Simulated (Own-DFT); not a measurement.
# Misfit strain and the stress it brings: wurtzite AlGaN with randomly placed atoms, 128 atoms (Al48Ga16N64)

The numbers are computed, not measured, by runs of the plane-wave DFT program Own-DFT (in-house, retired, unreviewed) at fixed positions, with no spin and no spin-orbit coupling.

All runs used: PBE; PseudoDojo norm-conserving scalar-relativistic files (stringent for Ga); cutoff 96 hartree; 3 x 3 x 3 k mesh centred on Gamma; Gaussian smearing of 0.01 eV.

Limits: k mesh not checked against a denser one; stress not checked against mesh or cutoff.

Unstrained cell vectors in Å: (12.525, 0.000, 0.000); (-6.263, 10.847, 0.000); (0.000, 0.000, 10.066). The unstrained cell has measured lattice constants (interpolated for alloys), not those of this functional. That, the random moves and any unrelaxed bonds set the pressure at no strain. Each run strains x and y alike by e, as a substrate would, and holds the height along z. Each coordinate of each atom was shifted by a normal deviate of width 0.05 Å. The random placing of the alloy's atoms differs from row to row. Stress is positive in tension.

```
e (%)  u (Å)  (s_xx + s_yy)/2 (GPa)  s_zz (GPa)
-2.00  0.048                 -18.69       -9.60
-1.75  0.049                      ?           ?
-1.50  0.051                 -15.60       -9.48
-1.25  0.052                 -14.58       -7.66
-0.50  0.048                  -9.83       -6.19
-0.25  0.049                  -8.30       -6.31
 0.25  0.051                  -4.79       -6.75
 2.00  0.051                   3.36       -2.72
 2.50  0.052                   5.49       -1.89
 3.00  0.048                   8.08       -1.95
```

## Worked fit

With e as a fraction, the in-plane stress is -6.8 + 559 e - 2331 e² GPa (errors 9 and 556, scatter 0.36), and s_zz is -6.2 + 160 e GPa (slope ± 13, scatter 0.68). At e = 0 the first slope is C11 + C12 and the second 2 C13, both with the ions held to the strained lattice and at the cell's own pressure. The term in e² is negative: the layer stiffens under compression and softens under tension. A free layer would change its height as e changes, and the in-plane slope would drop by 2 C13²/C33 to the biaxial modulus. At fixed height, a misfit of 1 % moves the in-plane stress by about 5.6 GPa and s_zz by 1.6 GPa.

## Test on the hidden row

Q: what are the two stresses at e = -1.75 %?

Estimate: -17.3 and -9.0 GPa. The run itself gave -16.93 and -9.14 GPa.
